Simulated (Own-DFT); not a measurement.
## Calculated data, AlGa$_{3}$N$_{4}$ (wurtzite random alloy, strained, atoms displaced), Al$_{3}$Ga$_{5}$N$_{8}$ (wurtzite random alloy, atoms displaced)

A calculation, not a measurement: plane-wave PBE density functional theory by an unreviewed code, no spin, of a simulated periodic cell, stress positive in tension, free energy of the whole cell less one offset for each atom, forces on such cells passed a denser k mesh, this cell's mesh not checked; offsets are fitted by least squares, one for each functional and potential file, so energies compare only between cells with the same atoms and settings and are not formation energies; the far tail of each file's local potential was reset to the Coulomb form; each entry is a single point on an unrelaxed cell, so the pressure reflects the starting lattice, mostly measured values, from which strain is counted, and rises with the displacements; printed positions are rounded, which can move forces by about a meV/angstrom; the program is a retired in-house code; no spin-orbit coupling. Program: Own-DFT development build.

Common to all runs: functional PBE.

(1) 
```xyz
72
Lattice="9.2953 0.0000 0.0000 -4.6476 8.0500 0.0000 0.0000 0.0000 10.2685" Properties=species:S:1:pos:R:3:force_x:R:1:force_y:R:1:force_z:R:1 formula=AlGa3N4 potential_files=PseudoDojo_norm-conserving,scalar-relativistic,standard_set_with_the_stringent_files_for_Ga wave_cutoff=96 occupations=Gaussian smearing_width=0.01 k_mesh=4_x_4_x_3_centred_on_Gamma free_energy_of_cell_above_offsets=-5.622 pressure=17.71 stress_xx=-19.61 stress_yy=-20.36 stress_zz=-13.16 stress_yz=0.17 stress_xz=1.11 stress_xy=-1.58
Ga     0.0302     1.7857     0.0613     -0.135      0.354     -0.217
Ga     1.6096     0.9824     2.5539     -2.634     -2.834      -0.17
N     -0.0469     1.7431     1.9672      0.607      1.299     -0.068
N      1.5637     0.9543     4.4014     -1.159     -1.524      2.464
Al     0.0246     1.8213     5.0932     -0.161     -0.512      0.836
Ga     1.5481     0.8941     7.8057     -0.207      1.049     -1.761
N     -0.0232     1.8530     7.0527      0.837     -1.723     -1.177
N      1.6332     0.9125     9.6456     -2.632     -1.598      0.329
Ga    -1.6296     4.5363     0.0407      0.813     -2.843     -1.612
Ga     0.0507     3.6103     2.6007     -1.447     -0.788     -1.164
N     -1.6121     4.5091     1.8463       1.31      0.279      2.998
N      0.0116     3.5680     4.4981      0.904      0.457      0.231
Ga    -1.5007     4.4978     5.1220     -1.399     -0.214      0.786
Ga    -0.0295     3.5612     7.7099      1.113      1.499       0.57
N     -1.5861     4.4613     7.1126      0.264      0.367     -1.177
N     -0.0075     3.5880     9.6523      0.522      0.428      0.534
Ga    -3.1103     7.1017    10.2221       0.84      1.152      1.004
Al    -1.4667     6.2998     2.5030     -1.075     -0.731      1.346
N     -2.9780     7.1085     1.8876     -1.685      0.266      0.679
N     -1.4093     6.3134     4.5444     -3.119     -0.342     -2.122
Al    -3.0553     7.2180     5.1821      0.034     -0.384     -1.311
Ga    -1.4804     6.2458     7.7698     -0.648      0.075     -1.894
N     -3.0639     7.2133     7.0737      0.123     -0.731     -0.688
N     -1.5227     6.1973     9.5961     -0.598      1.717      0.752
Ga     3.1040     1.7126    10.2532      2.042       1.35      1.319
Ga     4.7001     0.9682     2.6703     -2.453     -0.485      -0.93
N      2.9970     1.8235     1.9287      3.982      2.248     -0.463
N      4.6747     0.9008     4.5582     -0.999      0.179     -0.991
Ga     3.0624     1.8308     5.0882      0.292     -0.888      1.793
Ga     4.6708     0.8892     7.6050     -1.185      -0.14      2.031
N      3.0937     1.7881     7.0934     -0.379      -0.21     -1.115
N      4.6690     0.9074     9.5753      0.157     -1.363      0.397
Al     1.5696     4.5333    10.2372      -0.44     -1.855      -0.26
Al     3.1080     3.6596     2.5458      0.166     -1.123      -0.16
N      1.5599     4.4974     1.8939      0.495      1.123     -0.236
N      3.1331     3.5190     4.4592     -0.538      3.378     -0.801
Al     1.4977     4.5791     5.0741      1.184      -5.54       2.65
Ga     3.1209     3.5213     7.8063     -0.523      1.151      -1.13
N      1.6073     4.5037     7.0680     -0.897     -1.083     -1.491
N      3.1149     3.5390     9.6982     -0.801      1.202      0.244
Ga    -0.0021     7.0872     0.0524      0.709      1.517     -2.489
Al     1.5156     6.2762     2.5251      1.208       0.46      0.374
N     -0.0252     7.2293     1.8704      1.352     -1.027      2.439
N      1.5997     6.1620     4.5628       -0.5       3.99     -3.484
Ga     0.0723     7.1898     5.0779      0.575     -0.577      1.925
Ga     1.5300     6.2990     7.6193     -0.058     -0.937     -0.103
N     -0.0115     7.1691     7.0697     -0.075     -0.255     -1.328
N      1.5403     6.2006     9.4761     -0.232       0.26       2.53
Ga     6.2057     1.7413     0.0902     -0.301      0.003     -2.688
Ga     7.7343     0.8242     2.5837     -0.337      2.323      1.254
N      6.1115     1.7633     1.8793      1.923      1.094       2.15
N      7.7545     0.9868     4.5621      0.579     -1.613     -0.757
Ga     6.1688     1.7120     5.2118      1.499      2.237     -0.326
Ga     7.7653     0.9606     7.7735     -0.478     -0.911     -0.906
N      6.1583     1.7653     7.0734      1.556      1.217       0.31
N      7.7779     0.8444     9.6862     -0.041      0.533      -0.41
Ga     4.6891     4.5168    10.2046     -0.719     -1.803      1.043
Ga     6.1792     3.5807     2.5892      0.283      -0.17     -0.382
N      4.6621     4.5199     1.8993     -0.944     -1.325     -0.187
N      6.1393     3.6152     4.4691      0.924     -0.426       0.95
Al     4.6585     4.4587     5.1225     -0.703      0.325      0.312
Ga     6.1509     3.6082     7.7542      0.498     -0.962       -1.6
N      4.6496     4.4856     7.0601     -0.434     -0.251     -1.048
N      6.1570     3.5199     9.5734      0.756      0.451      1.999
Ga     3.1240     7.0528    10.0953     -3.607      2.503      2.757
Al     4.7043     6.1806     2.5036      0.091       3.07      0.978
N      3.1341     7.2085     1.9873     -0.587     -4.158     -1.233
N      4.6290     6.2713     4.4750      3.423     -1.312     -0.789
Ga     3.1659     7.0472     5.1289     -1.272      2.723      0.521
Ga     4.6897     6.2708     7.6351     -0.827        0.2      0.443
N      3.0646     7.1260     7.0385      1.593      1.508      0.385
N      4.5950     6.2818     9.6874      3.576     -1.348     -2.658
```

Units: wave_cutoff in hartree; smearing_width, free_energy_of_cell_above_offsets in eV; pressure, stress_xx, stress_yy, stress_zz, stress_yz, stress_xz, stress_xy in GPa; force_x, force_y, force_z in eV/Å.

(2) 
```xyz
72
Lattice="9.7232 0.0000 0.0000 -4.8616 8.4205 0.0000 0.0000 0.0000 10.2685" Properties=species:S:1:pos:R:3:force_x:R:1:force_y:R:1:force_z:R:1 formula=AlGa3N4 potential_files=PseudoDojo_norm-conserving,scalar-relativistic,standard_set_with_the_stringent_files_for_Ga wave_cutoff=96 occupations=Gaussian smearing_width=0.01 k_mesh=4_x_4_x_3_centred_on_Gamma free_energy_of_cell_above_offsets=-9.315 pressure=-1.04 stress_xx=5.28 stress_yy=3.9 stress_zz=-6.07 stress_yz=-0.69 stress_xz=0.3 stress_xy=0.44
Ga     0.0559     1.9303    10.2656     -1.505     -0.881      0.253
Al     1.6576     0.8244     2.5369     -0.641      2.031      0.362
N      0.0158     1.7894     1.8875       0.63      0.472      1.417
N      1.5410     0.9205     4.4569      1.216      0.044      0.015
Ga    -0.0027     1.8831     5.1741      0.064      0.018     -1.341
Ga     1.5900     0.8904     7.7458      0.239     -0.316     -1.845
N      0.0460     1.9513     7.0755     -0.469     -1.753      0.278
N      1.5314     0.9210     9.5919      1.628      0.344      1.614
Al    -1.5197     4.8154     0.0989      -1.07     -1.151     -0.651
Ga    -0.0102     3.7743     2.6415     -0.446     -1.359     -2.501
N     -1.6258     4.7005     2.0152     -0.417     -0.158     -1.198
N      0.0648     3.7504     4.4255     -0.789     -0.183      3.544
Ga    -1.6736     4.6437     5.1985      1.661      0.687      -1.96
Ga    -0.0326     3.6808     7.7382      0.288      1.733     -0.248
N     -1.5807     4.7090     7.0241      0.074     -0.268      2.365
N     -0.0183     3.7514     9.6762     -0.028      1.292      0.134
Ga    -3.2190     7.5028     0.0553     -0.979      0.064     -2.442
Ga    -1.6379     6.5601     2.6048      0.143      -0.27      -0.35
N     -3.1887     7.5038     1.8643     -0.912     -0.472      2.931
N     -1.6479     6.5270     4.5089      1.016     -0.219      0.265
Ga    -3.1868     7.4581     5.0595     -1.462      0.407      0.863
Ga    -1.5122     6.5648     7.7725     -1.756     -0.269     -0.776
N     -3.2802     7.4233     7.0352      1.319      0.787      0.302
N     -1.6292     6.6609     9.7150      1.176     -1.472     -0.382
Ga     3.2297     1.9151    10.2606       0.19     -0.742      0.278
Ga     4.9146     0.9623     2.4888       -0.6     -0.727      0.436
N      3.2731     1.8971     2.0372     -1.261     -0.055      -1.05
N      4.8361     0.8922     4.4364       0.59      1.141      1.385
Ga     3.2481     1.9860     5.1581     -0.479     -1.474     -0.491
Al     4.8531     0.9090     7.6863      0.702      0.346     -0.036
N      3.2488     1.8799     7.1812      0.423      0.094     -0.596
N      4.9726     1.0057     9.6302     -2.664     -1.102     -0.799
Ga     1.6548     4.6708     0.0316     -0.642      1.034     -0.213
Al     3.2125     3.7208     2.6217     -0.002      0.779     -1.725
N      1.5217     4.7531     1.9864      1.709     -3.975     -1.378
N      3.1960     3.8167     4.4361      1.802     -0.502      1.356
Ga     1.6573     4.6440     5.2206     -0.824      0.522     -3.603
Al     3.2417     3.7398     7.7121      0.066      0.173     -0.093
N      1.6430     4.6768     6.9741      0.437     -0.997      4.614
N      3.2490     3.7715     9.6775     -0.415     -0.241     -1.343
Ga     0.0746     7.5284    10.2612     -1.204      0.524      0.747
Ga     1.5007     6.3891     2.6119      1.154      4.263      0.725
N     -0.0579     7.4567     1.9774      0.984      0.661      -0.46
N      1.6400     6.5201     4.5493     -0.578     -0.006     -0.117
Ga     0.0177     7.4662     5.1189     -0.442     -0.198     -0.754
Ga     1.6061     6.4959     7.6486      0.691      0.701      0.285
N      0.0163     7.4381     7.0245      0.049      1.645      1.097
N      1.5418     6.6218     9.5937      2.351     -1.211      0.518
Ga     6.4832     1.8671    10.2029      1.837      1.156      0.735
Ga     8.0627     0.9333     2.6297      0.908     -0.348     -1.971
N      6.4811     1.9495     1.9705      0.292     -1.176     -0.686
N      8.1237     0.9036     4.4828     -1.223      1.022      1.778
Al     6.4152     1.8386     5.0829      0.875      0.279      0.616
Ga     8.1270     0.9040     7.7075     -0.189      0.237     -0.085
N      6.5033     1.8779     7.1010     -0.876     -1.124     -1.388
N      8.0985     0.9109     9.6407       0.45     -0.106       0.55
Ga     4.9187     4.6178    10.1844      0.081      1.264       0.27
Ga     6.3955     3.7376     2.5360      0.707       1.22      0.594
N      4.8053     4.7019     1.8628     -0.174      -0.44       1.24
N      6.5010     3.7963     4.5966     -1.608     -2.016     -0.931
Al     4.9183     4.6933     5.1382     -0.845      -0.26     -0.039
Ga     6.5125     3.7245     7.6620      0.006      0.396      0.134
N      4.8531     4.6237     7.0610     -0.695     -0.138     -0.192
N      6.5374     3.7467     9.6010      1.019      0.635      0.818
Al     3.2465     7.5515     0.1154      0.241     -0.792     -1.957
Al     4.9539     6.5034     2.4975     -1.541      0.449      0.435
N      3.2501     7.4453     1.9426      0.099     -0.187       0.82
N      4.8570     6.4258     4.4703      0.384      1.092     -0.706
Ga     3.2132     7.4900     5.1201      0.951      -0.63     -0.429
Ga     4.8763     6.5232     7.6530     -0.194      -0.07      0.751
N      3.2648     7.4862     7.0652     -0.338     -0.292     -0.039
N      4.9096     6.5603     9.6497     -1.182      0.071      0.253
```

Units: wave_cutoff in hartree; smearing_width, free_energy_of_cell_above_offsets in eV; pressure, stress_xx, stress_yy, stress_zz, stress_yz, stress_xz, stress_xy in GPa; force_x, force_y, force_z in eV/Å.

(3) 
```xyz
128
Lattice="12.6405 0.0000 0.0000 -6.3203 10.9470 0.0000 0.0000 0.0000 10.2177" Properties=species:S:1:pos:R:3:force_x:R:1:force_y:R:1:force_z:R:1 formula=Al3Ga5N8 potential_files=PseudoDojo_norm-conserving,scalar-relativistic,standard_set wave_cutoff=42 occupations=Fermi-Dirac smearing_width=0.05 k_mesh=3_x_3_x_3_centred_on_Gamma free_energy_of_cell_above_offsets=16.740 pressure=10.11 stress_xx=-12.02 stress_yy=-8.83 stress_zz=-9.49 stress_yz=0.52 stress_xz=-1.08 stress_xy=1.04
Al     0.0057     1.8252     0.1466      1.428     -0.178     -2.274
Ga     1.4950     0.7160     2.5607      5.217      1.202      0.498
N      0.2420     1.7246     2.0014     -7.175      3.432     -1.598
N      1.5642     0.9801     4.3556      0.873     -1.415      4.302
Ga     0.0125     1.8779     5.0038     -0.805     -1.192      1.534
Ga     1.5277     0.8612     7.6168      0.513       0.51      0.882
N     -0.0405     1.7818     7.0426      0.258      0.593     -0.949
N      1.6047     0.9232     9.5426     -0.469      0.292      1.438
Al    -1.6262     4.6771    10.1197      0.624     -7.297      2.746
Al    -0.0191     3.5698     2.4833       2.23      1.094      0.582
N     -1.5670     4.4276     1.9201       1.32      2.004     -1.423
N      0.0517     3.6725     4.4717     -1.483      0.574     -1.534
Ga    -1.6617     4.5474     5.0438      1.819      0.779     -0.025
Ga     0.0178     3.6496     7.6492       1.29     -2.043      1.265
N     -1.4640     4.4929     7.0114     -2.474      1.659     -0.287
N      0.1223     3.6375     9.6613     -3.578     -0.891     -0.485
Al    -3.0677     7.3810     0.0605     -1.496     -1.345     -1.679
Ga    -1.5853     6.4639     2.5293      0.289     -1.575       0.32
N     -3.2187     7.3582     1.8888      1.654     -0.413      0.005
N     -1.5658     6.4921     4.4847     -0.793     -0.942     -0.102
Al    -3.1823     7.2699     4.9776       -0.5          1      0.898
Ga    -1.6152     6.4129     7.6092     -0.159     -1.431      0.598
N     -3.2033     7.2604     7.0112      0.536      0.558     -1.383
N     -1.5098     6.2495     9.6877     -2.354      6.019     -2.177
Ga    -4.7925     9.9107    10.2051     -1.775      3.348     -0.787
Ga    -3.1799     9.1456     2.4571       0.36      1.168      1.595
N     -4.8013    10.0328     1.8383      0.231     -2.712      1.259
N     -3.1759     9.1801     4.5584     -3.374     -2.446     -1.582
Al    -4.8226    10.0196     5.1988      0.605      0.293     -3.387
Ga    -3.1094     9.1206     7.7381     -1.463     -0.085     -0.528
N     -4.7430     9.9644     6.9320      0.633      0.592      2.971
N     -3.2374     9.2112     9.7463       4.37     -2.554      -1.84
Al     3.1979     1.9352     0.0039     -1.593     -1.227      0.849
Ga     4.7887     0.9239     2.6155     -1.297     -0.286     -1.159
N      3.1360     1.7591     2.0075      0.603       1.29     -1.202
N      4.7544     0.8923     4.4708     -0.918      0.901      2.556
Al     3.1059     1.9516     5.1865      0.483     -1.574     -1.741
Ga     4.6987     0.9232     7.7039       1.09     -0.225      0.483
N      3.2479     1.8155     7.0859     -2.146      0.943     -2.063
N      4.5958     0.9699     9.5728      3.117     -1.678      1.545
Al     1.5648     4.4897    10.1321      1.781      2.675      1.717
Al     3.2045     3.6831     2.4750      -0.88     -1.616      1.071
N      1.7009     4.5456     1.8569     -1.744      0.963       0.81
N      3.0771     3.7861     4.5910      3.201     -2.909     -2.617
Ga     1.5918     4.5350     5.1615     -2.226      2.086     -0.213
Ga     3.2321     3.6868     7.5435      0.653     -1.105       2.57
N      1.6457     4.4147     7.0438     -1.471      2.314      0.462
N      3.2149     3.7656     9.7211     -3.092     -2.595     -2.764
Ga    -0.0600     7.2886     0.0194      2.059      -2.17      1.161
Al     1.6263     6.4643     2.5953     -0.066     -2.682     -0.366
N      0.0840     7.2011     1.9819     -0.671      2.254     -0.149
N      1.5504     6.4587     4.5706      3.567     -2.443     -2.346
Ga     0.1402     7.3565     5.0313     -3.676      -0.39      2.393
Ga     1.5190     6.3331     7.7728      1.124      0.922      -4.47
N     -0.1291     7.3418     7.0625      1.794      -0.76     -1.122
N      1.5112     6.4372     9.4925      0.753      -1.18      5.228
Al    -1.5214     9.9998    10.0485     -1.646      2.151       2.01
Al     0.0223     9.1632     2.5847      0.544      -1.93       0.48
N     -1.5005     9.9504     2.1367     -0.597      0.993     -2.799
N      0.1202     9.0666     4.4759     -1.199      2.721     -0.272
Ga    -1.6930     9.9218     5.1482      3.304      2.286     -0.203
Al     0.0175     9.0318     7.6085      0.297      1.936      1.118
N     -1.5819    10.0869     7.0769      1.294     -1.897      0.423
N     -0.1174     8.9501     9.6004      1.151      3.919     -1.789
Al     6.4425     1.8867    10.2164     -2.734     -0.626     -0.248
Ga     7.8888     0.7882     2.5111      0.078       3.38      1.666
N      6.2848     1.8524     1.8904      1.382     -1.728     -0.787
N      7.9904     0.9894     4.4928     -0.892     -0.076      0.942
Ga     6.2127     1.9247     5.2406       0.98     -1.754     -1.963
Ga     7.9375     0.9493     7.5543      1.231       -1.3      1.489
N      6.3576     1.7246     7.1249     -0.787      2.694     -0.597
N      7.9298     1.0030     9.5754     -1.365     -1.518     -0.595
Ga     4.6537     4.5465     0.1186      3.161      2.061     -2.613
Ga     6.4155     3.6094     2.4483     -0.019      1.279      0.567
N      4.7848     4.5011     1.9076     -0.246      1.784      3.212
N      6.3040     3.7123     4.4572      0.232     -1.181     -0.249
Ga     4.7667     4.5662     5.0380     -1.438      0.548     -0.549
Al     6.4597     3.6571     7.6226     -5.159     -2.374      2.319
N      4.7647     4.5765     6.9178      2.342     -2.044      0.611
N      6.1883     3.5615     9.5445      2.347      1.668      -0.64
Ga     3.2487     7.2812     0.0775     -0.974      0.604     -4.062
Al     4.7296     6.4568     2.5269     -0.002     -1.541      0.236
N      3.1497     7.3010     1.8873      0.313     -0.222      2.737
N      4.7014     6.4084     4.4502     -0.134     -0.058       -0.7
Al     3.1716     7.2533     5.0075     -0.566      1.385      2.664
Ga     4.7839     6.2732     7.5335     -1.116      3.735      1.111
N      3.1588     7.3941     7.1704     -0.509     -2.456     -3.128
N      4.7113     6.3804     9.4144      0.822     -0.577      3.143
Ga     1.6214    10.1167     0.0541      0.731     -1.623     -1.762
Ga     3.1350     9.1498     2.5965      1.584     -0.706     -0.742
N      1.6007     9.9842     1.9803     -1.296     -0.517     -1.126
N      3.1253     9.1429     4.4580     -0.182     -1.608      1.064
Ga     1.5798    10.0999     5.2078      0.032      0.222     -1.124
Ga     3.2134     9.2203     7.5518      2.902     -3.086      3.053
N      1.7348     9.9861     7.1349       -5.8      2.101     -1.115
N      3.3721     9.1815     9.5505     -3.475      -0.61      0.747
Ga     9.3794     1.8722     0.0684      2.744     -0.103     -1.252
Al    11.0838     0.8862     2.6143     -0.675       0.11     -0.448
N      9.4162     1.9119     1.8755      1.381     -3.012        2.3
N     10.9131     0.8543     4.5806      2.847      0.024     -2.779
Al     9.5758     1.8038     5.2115     -2.093       0.78     -2.041
Ga    10.9750     0.9497     7.7268      5.342     -2.763      2.157
N      9.6596     1.7493     7.0235     -5.387      2.852     -1.321
N     11.1545     0.9265     9.6849     -1.011      1.369      0.001
Al     7.9281     4.6053    10.0641     -1.443      0.499      1.404
Ga     9.5277     3.6584     2.5271     -1.541      0.265     -0.404
N      7.9592     4.5400     1.8435     -0.212      1.234     -0.728
N      9.5226     3.5543     4.3952      -1.93      0.493      2.845
Al     7.7787     4.5061     5.0683      2.846      0.644     -0.506
Ga     9.5583     3.5815     7.6295      0.805      0.244      0.766
N      7.9090     4.4097     7.1721      1.985       2.56     -3.705
N      9.4392     3.6256     9.5784       1.15      1.555      -0.62
Ga     6.2736     7.3962     0.0060     -0.219      -3.64      0.563
Ga     7.8721     6.5550     2.5150      0.255     -3.129     -2.675
N      6.2796     7.3036     2.1094     -1.322      2.264     -2.348
N      7.7738     6.3880     4.2821      1.837     -1.335      5.771
Al     6.2672     7.1839     5.0249     -0.001      2.662      0.849
Ga     7.8760     6.3635     7.4589     -1.508       1.31       2.69
N      6.1670     7.5796     7.0556      1.665      -6.66     -3.522
N      7.9141     6.4984     9.6439      1.067     -1.177     -0.808
Ga     4.7669    10.0975     0.0794      0.992     -0.274     -1.177
Al     6.3619     9.2504     2.6303     -0.681     -2.574     -0.943
N      4.8032     9.9323     1.9188     -0.451      2.135      2.416
N      6.3416     9.0226     4.4311      0.206      1.132      1.281
Ga     4.6891     9.9583     5.1001      1.474      0.264      0.561
Ga     6.2495     9.2263     7.6646      2.042      0.808       1.67
N      4.7913    10.0524     7.0695     -1.376      2.109     -1.649
N      6.3031     9.0416     9.5793     -0.177      3.216     -0.363
```

Units: wave_cutoff in hartree; smearing_width, free_energy_of_cell_above_offsets in eV; pressure, stress_xx, stress_yy, stress_zz, stress_yz, stress_xz, stress_xy in GPa; force_x, force_y, force_z in eV/Å.
